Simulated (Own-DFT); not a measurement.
# Computed records: SiC (2H silicon carbide, atoms displaced), GaP (zincblende, strained, atoms displaced), SiC (4H silicon carbide, atoms displaced)

Computed with Own-DFT development build. A calculation, not a measurement: plane-wave PBE density functional theory by an unreviewed code, no spin, of a simulated periodic cell, stress positive in tension, free energy of the whole cell less one offset for each atom, forces on such cells passed a denser k mesh, this cell's mesh not checked; offsets are fitted by least squares, one for each functional and potential file, so energies compare only between cells with the same atoms and settings and are not formation energies; the far tail of each file's local potential was reset to the Coulomb form; each entry is a single point on an unrelaxed cell, so the pressure reflects the starting lattice, mostly measured values (interpolated for alloys), from which strain is counted, and rises with the displacements; printed positions are rounded, which can move forces by about a meV/angstrom; the program, named Own-DFT, is a retired in-house code; no spin-orbit coupling.

Settings shared by all entries: functional PBE; potential files PseudoDojo norm-conserving, scalar-relativistic, standard set; wave cutoff 42 hartree; occupations Fermi-Dirac; smearing width 0.1 eV.

```yaml
- entry: 1
  formula: SiC
  kind: "2H silicon carbide, atoms displaced"
  structure:
    cell_angstrom: [[6.1654, 0.0, 0.0], [-3.0827, 5.3394, 0.0], [0.0, 0.0, 10.0681]]
    atoms_fractional:
      - [Si, 0.99215, 0.99942, 0.0005]
      - [Si, 0.16619, 0.3368, 0.25352]
      - [C, 0.01013, 0.00552, 0.18317]
      - [C, 0.16692, 0.33028, 0.43987]
      - [Si, 0.00266, 0.00616, 0.50282]
      - [Si, 0.16509, 0.33796, 0.74733]
      - [C, 0.00092, 0.00373, 0.68541]
      - [C, 0.15916, 0.32717, 0.93589]
      - [Si, 0.00236, 0.50124, 0.00241]
      - [Si, 0.16706, 0.83202, 0.2515]
      - [C, 0.9913, 0.49047, 0.19146]
      - [C, 0.16149, 0.82614, 0.43788]
      - [Si, 0.99179, 0.49657, 0.5043]
      - [Si, 0.16178, 0.83152, 0.75329]
      - [C, 0.99781, 0.50511, 0.68793]
      - [C, 0.16254, 0.8339, 0.93845]
      - [Si, 0.4944, 0.99212, 0.99569]
      - [Si, 0.66674, 0.32715, 0.2512]
      - [C, 0.49799, 0.00052, 0.18826]
      - [C, 0.67344, 0.3379, 0.43356]
      - [Si, 0.49727, 0.99697, 0.50328]
      - [Si, 0.66293, 0.33148, 0.74367]
      - [C, 0.50338, 0.00034, 0.68168]
      - [C, 0.66969, 0.342, 0.93612]
      - [Si, 0.49982, 0.50066, 0.0015]
      - [Si, 0.66909, 0.83373, 0.25222]
      - [C, 0.48999, 0.4964, 0.18475]
      - [C, 0.66104, 0.82985, 0.44051]
      - [Si, 0.50416, 0.50324, 0.49879]
      - [Si, 0.66207, 0.83062, 0.75177]
      - [C, 0.50046, 0.49783, 0.68624]
      - [C, 0.66666, 0.82756, 0.93768]
  settings:
    hardware: "one NVIDIA H100"
    k_mesh: "5 x 5 x 3 centred on Gamma"
  results:
    "free_energy_of_cell_above_offsets [eV]": "-4.840"
    "pressure [GPa]": 3.65
    "stress_xx [GPa]": -1.56
    "stress_yy [GPa]": -2.17
    "stress_zz [GPa]": -7.21
    "stress_yz [GPa]": 0.11
    "stress_xz [GPa]": -0.2
    "stress_xy [GPa]": -0.21
    force_element: [Si, Si, C, C, Si, Si, C, C, Si, Si, C, C, Si, Si, C, C, Si, Si, C, C, Si, Si, C, C, Si, Si, C, C, Si, Si, C, C]
    "force_x [eV/angstrom]": [0.919, 0.191, -0.952, -0.301, 0.107, 0.235, -0.19, 0.327, -0.46, -0.219, 0.492, -0.087, 1.101, 0.097, 0.194, 0.202, 0.082, -1.22, 0.549, -0.876, -0.311, 0.243, -0.655, 0.197, -0.351, -0.062, 1.121, 0.622, -0.183, 0.748, -0.593, -0.967]
    "force_y [eV/angstrom]": [0.284, -0.656, -0.613, 0.677, -1.241, -0.496, -0.28, 0.884, -0.558, -0.201, 1.174, 0.787, 0.516, 0.769, -0.401, -0.187, 1.489, 0.424, -0.701, -0.995, 0.133, 0.154, -0.405, -1.25, -0.967, -0.052, 0.587, 0.844, -0.649, 0.218, 0.38, 0.331]
    "force_z [eV/angstrom]": [-0.347, -0.568, 1.547, 0.104, -0.911, 0.414, 1.213, 0.056, -0.309, -0.323, -0.631, 0.51, -1.126, -0.92, 0.136, 0.061, 0.818, -0.88, -0.322, 1.42, -2.055, 1.477, 2.3, -0.132, -0.656, -0.719, 1.29, -0.394, -0.034, -0.858, -0.026, -0.136]
    "wall_time [s]": 127.9
- entry: 2
  formula: GaP
  kind: "zincblende, strained, atoms displaced"
  structure:
    cell_angstrom: [[10.862, 0.0, 0.0], [0.0, 10.862, 0.0], [0.0, 0.0, 10.9361]]
    atoms_fractional:
      - [Ga, 0.00738, 0.00381, 0.98673]
      - [Ga, 0.00013, 0.24913, 0.25188]
      - [Ga, 0.25431, 0.00693, 0.24079]
      - [Ga, 0.2544, 0.25261, 0.0028]
      - [P, 0.12895, 0.13008, 0.12263]
      - [P, 0.13082, 0.3707, 0.37695]
      - [P, 0.37054, 0.12644, 0.37612]
      - [P, 0.36958, 0.37516, 0.12796]
      - [Ga, 0.99972, 0.00411, 0.49999]
      - [Ga, 0.00443, 0.2431, 0.75898]
      - [Ga, 0.249, 0.00365, 0.74952]
      - [Ga, 0.25501, 0.24568, 0.50769]
      - [P, 0.12896, 0.11896, 0.63117]
      - [P, 0.12475, 0.37701, 0.87286]
      - [P, 0.37707, 0.12873, 0.87404]
      - [P, 0.37693, 0.38061, 0.62328]
      - [Ga, 0.99586, 0.49843, 0.99953]
      - [Ga, 0.00594, 0.74647, 0.25232]
      - [Ga, 0.24842, 0.50313, 0.25767]
      - [Ga, 0.25101, 0.74604, 0.99493]
      - [P, 0.12595, 0.62223, 0.11935]
      - [P, 0.11964, 0.88115, 0.37779]
      - [P, 0.37759, 0.62208, 0.37086]
      - [P, 0.3717, 0.87104, 0.12681]
      - [Ga, 0.00188, 0.49967, 0.50246]
      - [Ga, 0.00412, 0.75281, 0.74588]
      - [Ga, 0.2523, 0.49977, 0.74486]
      - [Ga, 0.24762, 0.74493, 0.49985]
      - [P, 0.12158, 0.62913, 0.62142]
      - [P, 0.1196, 0.87332, 0.86879]
      - [P, 0.37111, 0.61771, 0.87058]
      - [P, 0.37886, 0.87219, 0.61904]
      - [Ga, 0.49874, 0.00494, 0.00152]
      - [Ga, 0.49867, 0.24619, 0.24322]
      - [Ga, 0.747, 0.99871, 0.24833]
      - [Ga, 0.74452, 0.24847, 0.99586]
      - [P, 0.62171, 0.11752, 0.13118]
      - [P, 0.62606, 0.37819, 0.37434]
      - [P, 0.87008, 0.126, 0.37217]
      - [P, 0.88001, 0.37003, 0.12878]
      - [Ga, 0.50094, 0.00325, 0.49733]
      - [Ga, 0.50338, 0.25469, 0.75254]
      - [Ga, 0.75139, 0.00119, 0.75024]
      - [Ga, 0.75733, 0.25181, 0.49634]
      - [P, 0.6241, 0.1335, 0.62872]
      - [P, 0.62653, 0.37448, 0.881]
      - [P, 0.88016, 0.12698, 0.87528]
      - [P, 0.87279, 0.38196, 0.62282]
      - [Ga, 0.50408, 0.49938, 0.00577]
      - [Ga, 0.503, 0.7478, 0.25236]
      - [Ga, 0.75042, 0.49714, 0.25366]
      - [Ga, 0.74994, 0.74789, 0.99739]
      - [P, 0.61858, 0.61739, 0.12356]
      - [P, 0.63178, 0.87267, 0.37851]
      - [P, 0.8826, 0.62469, 0.37595]
      - [P, 0.88134, 0.88124, 0.12153]
      - [Ga, 0.49854, 0.49874, 0.50248]
      - [Ga, 0.50586, 0.74765, 0.74729]
      - [Ga, 0.7587, 0.50288, 0.75032]
      - [Ga, 0.74409, 0.74549, 0.4923]
      - [P, 0.62415, 0.62374, 0.6268]
      - [P, 0.62962, 0.87197, 0.87136]
      - [P, 0.86538, 0.63095, 0.8691]
      - [P, 0.87811, 0.87212, 0.62081]
  settings:
    k_mesh: "3 x 3 x 3 centred on Gamma"
  results:
    "free_energy_of_cell_above_offsets [eV]": "-33.837"
    "pressure [GPa]": 3.46
    "stress_xx [GPa]": -3.56
    "stress_yy [GPa]": -3.69
    "stress_zz [GPa]": -3.13
    "stress_yz [GPa]": -0.41
    "stress_xz [GPa]": -0.06
    "stress_xy [GPa]": 0.02
    force_element: [Ga, Ga, Ga, Ga, P, P, P, P, Ga, Ga, Ga, Ga, P, P, P, P, Ga, Ga, Ga, Ga, P, P, P, P, Ga, Ga, Ga, Ga, P, P, P, P, Ga, Ga, Ga, Ga, P, P, P, P, Ga, Ga, Ga, Ga, P, P, P, P, Ga, Ga, Ga, Ga, P, P, P, P, Ga, Ga, Ga, Ga, P, P, P, P]
    "force_x [eV/angstrom]": [-0.199, 0.447, -0.652, -0.385, -0.586, -0.525, 0.788, 0.685, -0.386, 0.003, 1.072, -0.425, -0.819, 0.34, -0.226, -0.041, -0.194, -0.173, -0.208, -0.188, -0.046, 1.183, -0.111, 0.567, 0.205, -0.982, -0.944, 0.338, 0.521, 1.45, 1.123, -0.309, -0.062, -0.203, 0.769, 0.806, 0.362, -0.496, 0.673, -1.009, 0.133, -0.37, 0.271, -0.899, 0.519, -0.012, -1.291, 0.881, -1.44, -0.023, 0.505, -0.241, 1.542, -1.109, -0.828, -0.216, 0.532, -0.851, -1.33, 1.21, 0.421, -0.699, 1.907, -0.776]
    "force_y [eV/angstrom]": [-0.072, -0.173, -0.685, 0.182, -0.353, 0.048, -0.143, 0.433, -0.053, 1.091, -1.247, 0.331, 1.076, -0.009, -0.106, -0.977, 0.241, 0.687, -0.379, 0.27, 0.055, -0.335, 0.453, 0.092, -0.281, -0.355, 0.062, 0.82, -0.777, 0.037, 0.653, 0.203, -1.127, 0.673, -0.59, -0.463, 0.772, -0.81, -0.298, 0.321, -0.022, 0.268, -0.108, 0.381, -0.636, 0.718, -0.274, -1.225, -0.741, 0.315, 0.356, 0.506, 1.308, 0.653, -0.211, -0.616, 0.384, 0.265, -0.512, -0.438, -0.428, 0.643, -0.213, 0.36]
    "force_z [eV/angstrom]": [1.418, 0.147, 0.89, -0.651, -0.282, 0.522, -0.347, 0.064, 0.129, -1.241, 0.359, -0.071, -0.869, 0.23, 0.049, 0.436, -0.383, -0.557, -0.886, -0.017, 0.547, -0.708, 0.877, -0.507, -0.419, -0.08, -0.066, -0.644, 0.537, 0.396, 0.404, 0.604, -0.409, 0.942, 0.083, 1.139, -0.936, 0.132, 0.086, -0.591, 0.265, -0.039, -0.446, 0.426, -0.674, -0.82, 0.083, 0.457, -0.831, -0.247, -0.416, 0.981, 0.771, -0.833, -0.308, 0.003, -0.566, 0.312, -0.21, 1.123, -0.476, 0.563, 0.606, -0.05]
- entry: 3
  formula: SiC
  kind: "4H silicon carbide, atoms displaced"
  structure:
    cell_angstrom: [[12.3308, 0.0, 0.0], [-6.1654, 10.6788, 0.0], [0.0, 0.0, 10.0681]]
    atoms_fractional:
      - [Si, 0.99389, 0.99589, 0.4074]
      - [Si, 0.08751, 0.16868, 0.1547]
      - [C, 0.99743, 0.99923, 0.09091]
      - [C, 0.07773, 0.16089, 0.34815]
      - [Si, 0.00282, 0.25633, 0.40398]
      - [Si, 0.08088, 0.41752, 0.15948]
      - [C, 0.00114, 0.24792, 0.09531]
      - [C, 0.08348, 0.41761, 0.34813]
      - [Si, 0.00051, 0.49714, 0.40755]
      - [Si, 0.08056, 0.66468, 0.15801]
      - [C, 9.0e-05, 0.50475, 0.08987]
      - [C, 0.08475, 0.66966, 0.34423]
      - [Si, 0.99912, 0.74902, 0.40562]
      - [Si, 0.08497, 0.91617, 0.15298]
      - [C, 0.99651, 0.74629, 0.08689]
      - [C, 0.08243, 0.9132, 0.34227]
      - [Si, 0.25037, 0.00191, 0.40537]
      - [Si, 0.33138, 0.16547, 0.1599]
      - [C, 0.25082, 0.00081, 0.09152]
      - [C, 0.33122, 0.16692, 0.34693]
      - [Si, 0.25207, 0.2483, 0.40723]
      - [Si, 0.33491, 0.41776, 0.15519]
      - [C, 0.24498, 0.24786, 0.08715]
      - [C, 0.33616, 0.41743, 0.34374]
      - [Si, 0.25388, 0.5012, 0.40333]
      - [Si, 0.33147, 0.66846, 0.15673]
      - [C, 0.24942, 0.4987, 0.09033]
      - [C, 0.33228, 0.67059, 0.34493]
      - [Si, 0.24664, 0.74853, 0.40766]
      - [Si, 0.33386, 0.91727, 0.15679]
      - [C, 0.25354, 0.7532, 0.09318]
      - [C, 0.3333, 0.91678, 0.34507]
      - [Si, 0.49874, 0.99742, 0.40898]
      - [Si, 0.58023, 0.16537, 0.15355]
      - [C, 0.50059, 0.00463, 0.0954]
      - [C, 0.58233, 0.16581, 0.34479]
      - [Si, 0.50685, 0.25497, 0.40813]
      - [Si, 0.58508, 0.41926, 0.15319]
      - [C, 0.49602, 0.24456, 0.09345]
      - [C, 0.58154, 0.41895, 0.34413]
      - [Si, 0.4974, 0.49768, 0.40367]
      - [Si, 0.57789, 0.66186, 0.16154]
      - [C, 0.49753, 0.49914, 0.0897]
      - [C, 0.58439, 0.66913, 0.34342]
      - [Si, 0.49891, 0.74808, 0.40478]
      - [Si, 0.58202, 0.91432, 0.15675]
      - [C, 0.50493, 0.75234, 0.08761]
      - [C, 0.5843, 0.91821, 0.34424]
      - [Si, 0.74953, 0.00017, 0.41107]
      - [Si, 0.83309, 0.16939, 0.15685]
      - [C, 0.74671, 0.99816, 0.09251]
      - [C, 0.8384, 0.16772, 0.34106]
      - [Si, 0.74921, 0.2514, 0.40457]
      - [Si, 0.82987, 0.41646, 0.15456]
      - [C, 0.74794, 0.24831, 0.09036]
      - [C, 0.82951, 0.41304, 0.34286]
      - [Si, 0.74898, 0.50755, 0.40607]
      - [Si, 0.83857, 0.66767, 0.15736]
      - [C, 0.75303, 0.50237, 0.09251]
      - [C, 0.83652, 0.66789, 0.34806]
      - [Si, 0.75209, 0.75509, 0.40488]
      - [Si, 0.82423, 0.90764, 0.15198]
      - [C, 0.74956, 0.75111, 0.09354]
      - [C, 0.83215, 0.91745, 0.34219]
      - [Si, 0.99776, 0.99927, 0.90607]
      - [Si, 0.9136, 0.83694, 0.65911]
      - [C, 0.00144, 0.99759, 0.59288]
      - [C, 0.91498, 0.82925, 0.84165]
      - [Si, 0.99929, 0.74566, 0.90832]
      - [Si, 0.91777, 0.58455, 0.65467]
      - [C, 0.99792, 0.74971, 0.59434]
      - [C, 0.9191, 0.5844, 0.84266]
      - [Si, 0.99607, 0.49932, 0.90949]
      - [Si, 0.91852, 0.33072, 0.65808]
      - [C, 0.99199, 0.49908, 0.59535]
      - [C, 0.91803, 0.33511, 0.84566]
      - [Si, 0.99567, 0.25026, 0.91315]
      - [Si, 0.91432, 0.08098, 0.65786]
      - [C, 0.99752, 0.25232, 0.59679]
      - [C, 0.91828, 0.08555, 0.84877]
      - [Si, 0.74859, 0.00331, 0.90299]
      - [Si, 0.67009, 0.83696, 0.66289]
      - [C, 0.7496, 0.0004, 0.59217]
      - [C, 0.66827, 0.83197, 0.83896]
      - [Si, 0.75436, 0.74791, 0.90979]
      - [Si, 0.66644, 0.58147, 0.65824]
      - [C, 0.75273, 0.74705, 0.59438]
      - [C, 0.66969, 0.58325, 0.84251]
      - [Si, 0.7478, 0.4986, 0.90823]
      - [Si, 0.66893, 0.33495, 0.65353]
      - [C, 0.74643, 0.49433, 0.59922]
      - [C, 0.67063, 0.33465, 0.83955]
      - [Si, 0.75198, 0.25214, 0.90444]
      - [Si, 0.66926, 0.08648, 0.65561]
      - [C, 0.7505, 0.24917, 0.59562]
      - [C, 0.67187, 0.08645, 0.84356]
      - [Si, 0.50111, 0.99919, 0.90677]
      - [Si, 0.42307, 0.83072, 0.66168]
      - [C, 0.5006, 0.99771, 0.59273]
      - [C, 0.41304, 0.83095, 0.84624]
      - [Si, 0.4968, 0.74734, 0.90873]
      - [Si, 0.42271, 0.58682, 0.66102]
      - [C, 0.50163, 0.74609, 0.59718]
      - [C, 0.41385, 0.58123, 0.84094]
      - [Si, 0.50183, 0.49729, 0.90353]
      - [Si, 0.41398, 0.32924, 0.65299]
      - [C, 0.5004, 0.49895, 0.59584]
      - [C, 0.41278, 0.33306, 0.84269]
      - [Si, 0.49958, 0.25008, 0.90306]
      - [Si, 0.41734, 0.08082, 0.65417]
      - [C, 0.49809, 0.24891, 0.59016]
      - [C, 0.41031, 0.07985, 0.84444]
      - [Si, 0.24913, 0.99446, 0.90912]
      - [Si, 0.16462, 0.83283, 0.65869]
      - [C, 0.25148, 0.99723, 0.59498]
      - [C, 0.16915, 0.83171, 0.84201]
      - [Si, 0.24624, 0.74902, 0.90588]
      - [Si, 0.16431, 0.58326, 0.65638]
      - [C, 0.25193, 0.74848, 0.59518]
      - [C, 0.17099, 0.58965, 0.84286]
      - [Si, 0.24968, 0.49982, 0.90403]
      - [Si, 0.1624, 0.33061, 0.65449]
      - [C, 0.25261, 0.50083, 0.59246]
      - [C, 0.16122, 0.33125, 0.84162]
      - [Si, 0.24735, 0.24725, 0.91076]
      - [Si, 0.16804, 0.08393, 0.6593]
      - [C, 0.24837, 0.25344, 0.59092]
      - [C, 0.17162, 0.08741, 0.84172]
  settings:
    hardware: "one NVIDIA H200"
    k_mesh: "3 x 3 x 3 centred on Gamma"
  results:
    "free_energy_of_cell_above_offsets [eV]": "-18.783"
    "pressure [GPa]": 3.75
    "stress_xx [GPa]": -2.37
    "stress_yy [GPa]": -3.31
    "stress_zz [GPa]": -5.57
    "stress_yz [GPa]": -0.11
    "stress_xz [GPa]": 0.02
    "stress_xy [GPa]": 0.36
    force_element: [Si, Si, C, C, Si, Si, C, C, Si, Si, C, C, Si, Si, C, C, Si, Si, C, C, Si, Si, C, C, Si, Si, C, C, Si, Si, C, C, Si, Si, C, C, Si, Si, C, C, Si, Si, C, C, Si, Si, C, C, Si, Si, C, C, Si, Si, C, C, Si, Si, C, C, Si, Si, C, C, Si, Si, C, C, Si, Si, C, C, Si, Si, C, C, Si, Si, C, C, Si, Si, C, C, Si, Si, C, C, Si, Si, C, C, Si, Si, C, C, Si, Si, C, C, Si, Si, C, C, Si, Si, C, C, Si, Si, C, C, Si, Si, C, C, Si, Si, C, C, Si, Si, C, C, Si, Si, C, C]
    "force_x [eV/angstrom]": [1.218, -1.418, 0.374, 0.896, 0.269, 0.535, -0.944, 0.687, -1.504, 0.622, 0.141, -0.342, 0.622, -0.955, 0.982, -0.433, 0.05, -0.224, -0.059, 1.291, -1.748, -0.688, 1.585, -0.759, -0.544, 0.957, -0.352, 0.767, 0.443, 0.03, -1.155, -0.166, -0.128, 0.62, 0.529, 0.108, -0.962, -0.282, -0.179, 0.793, 0.387, 0.617, 0.747, 0.086, -0.234, -0.175, -0.997, 0.047, 0.16, 0.562, 0.085, -1.393, 0.707, 0.886, -0.164, -0.055, 1.025, -1.462, -0.874, -1.006, 0.185, 0.65, 0.342, -0.389, 0.855, 1.546, -0.918, 0.494, 0.021, -1.16, 0.033, -0.814, 1.29, -1.676, 2.185, -0.257, 1.232, 0.579, 1.065, -0.663, 1.338, 0.21, 0.215, -0.34, -1.429, 0.128, -1.395, -0.607, 1.054, -0.291, 0.105, -1.03, -0.092, -0.405, 0.05, -1.483, -0.507, -1.645, 0.44, 0.89, 0.68, -0.884, 0.329, 0.97, -1.004, -0.413, 0.044, 0.892, -0.167, -0.3, 0.724, 1.794, -0.852, 0.758, -0.858, -1.507, 1.052, 0.533, -0.445, -0.702, -0.483, 0.339, -0.395, 0.529, -0.459, 0.319, 0.68, -0.607]
    "force_y [eV/angstrom]": [0.271, -1.544, -0.336, 1.621, -2.079, -0.105, 0.906, 0.74, 0.839, 1.16, -1.401, -1.453, 0.609, -0.066, 0.893, 0.663, -0.961, 0.191, -0.423, 0.291, 0.095, -0.674, 0.783, -0.627, 0.29, -0.256, 0.469, -0.874, 0.994, 0.266, -0.579, -0.031, 0.371, 0.571, -1.669, 0.042, -1.072, -0.941, 1.642, 0.158, 1.158, 1.046, 0.018, -0.881, 0.863, 1.007, -0.985, -0.633, 0.397, -1.204, 0.44, 0.092, -0.976, -0.404, 0.683, 1.585, -2.099, 0.047, -0.237, 0.558, -0.848, 3.118, -2.482, -0.358, 0.053, -1.335, 0.784, 0.899, 0.804, -0.025, 0.42, -0.681, 0.748, 1.088, -0.482, -0.192, 0.267, 0.868, -1.203, -0.461, -1.328, -1.332, -0.009, 0.22, 0.276, -0.017, 0.692, -0.186, 0.394, -1.341, 2.081, -0.411, -0.152, -0.682, 0.426, -0.158, 0.328, 0.021, 0.081, 0.541, 0.248, -1.629, 1.334, 0.262, 0.711, 0.89, -0.052, -0.388, -0.45, -0.027, -0.081, 0.672, 0.972, -0.456, 0.613, 0.081, 0.341, -0.155, 0.503, -1.971, -0.373, 1.183, -0.126, 0.081, 0.885, 0.094, -1.179, -1.661]
    "force_z [eV/angstrom]": [-0.605, 0.96, 0.646, -0.736, 0.925, -0.959, 0.637, -1.0, 0.161, -0.475, 1.621, -0.003, 0.915, 0.145, 1.879, -0.008, 0.522, -0.806, 0.912, -0.486, -0.15, -0.377, 2.541, -0.672, 1.029, -0.583, 1.076, -0.499, 0.534, 0.184, 0.057, -0.084, -0.713, 0.89, -0.482, -0.202, -0.865, 0.311, -0.217, -0.606, 1.322, -1.79, 0.494, 0.539, 0.866, -0.262, 2.136, 0.313, -1.785, -0.37, -0.079, 1.004, 0.323, 0.275, 0.352, -0.014, 0.847, 0.05, 0.339, -1.271, 0.711, 0.672, 0.385, 0.058, -0.215, -0.713, 0.557, 1.088, -1.916, 0.603, -0.081, 0.314, -1.606, 0.229, -0.49, 0.207, -1.244, 0.005, -1.269, -0.893, 0.937, -2.363, 1.009, 2.61, -1.003, -0.602, -0.373, 0.96, -1.191, 0.355, -1.619, 0.959, -0.003, -0.013, -0.695, -0.398, -0.169, -0.956, 0.862, 0.369, -1.642, -1.255, -0.852, 1.599, -0.411, 0.547, -0.599, 0.13, 0.044, 0.427, 0.963, -0.367, -1.102, -1.014, -0.435, 1.017, 0.242, -0.337, -0.06, 0.478, -0.471, 0.407, 0.094, 0.834, -2.478, -1.096, 0.461, 1.087]
    "wall_time [s]": 520.7
```
